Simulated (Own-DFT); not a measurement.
# Stretching a layer in its plane: wurtzite AlN, 72 atoms (Al36N36)

The numbers are computed, not measured, by runs of the plane-wave DFT program Own-DFT (in-house, retired, unreviewed) at fixed positions, with no spin and no spin-orbit coupling.

Method: PBE; PseudoDojo norm-conserving scalar-relativistic files; cutoff 42 hartree; 4 x 4 x 3 k mesh centred on Gamma; Gaussian smearing of 0.01 eV.

Limits: k mesh not checked against a denser one; stress not checked against mesh or cutoff.

Unstrained cell vectors in Å: (9.336, 0.000, 0.000); (-4.668, 8.085, 0.000); (0.000, 0.000, 9.964). The unstrained cell has measured lattice constants (interpolated for alloys), not those of this functional. That, the random moves and any unrelaxed bonds set the pressure at no strain. Each run strains x and y alike by e, as a substrate would, and holds the height along z. Each atom got a random Gaussian move of width 0.05 Å along each axis. Stress is positive in tension.

```
e (%),u (Å),(s_xx + s_yy)/2 (GPa),s_zz (GPa)
-2.25,0.052,-21.40,-8.52
-2.00,0.046,-17.64,-8.41
-1.00,0.049,?,?
-0.75,0.047,-10.29,-5.09
-0.50,0.048,-8.23,-6.02
0.75,0.052,-1.78,-4.18
1.25,0.052,0.67,-3.75
1.50,0.054,2.09,-3.94
2.00,0.052,4.95,-5.43
3.00,0.049,9.60,-2.43
```

## Analysis

With e as a fraction, the in-plane stress is -5.8 + 586 e - 2683 e² GPa (errors 14 and 878, scatter 0.67), and s_zz is -5.6 + 102 e GPa (slope ± 19, scatter 0.99). At e = 0 the first slope is C11 + C12 and the second 2 C13, both with the ions held to the strained lattice and at the cell's own pressure. The term in e² is negative: the layer stiffens under compression and softens under tension. A free layer would change its height as e changes, and the in-plane slope would drop by 2 C13²/C33 to the biaxial modulus. At fixed height, a misfit of 1 % moves the in-plane stress by about 5.9 GPa and s_zz by 1.0 GPa.

## Withheld run

Asked: what are the two stresses at e = -1.00 %?

Estimate: -11.9 and -6.7 GPa. The run itself gave -12.01 and -5.35 GPa.
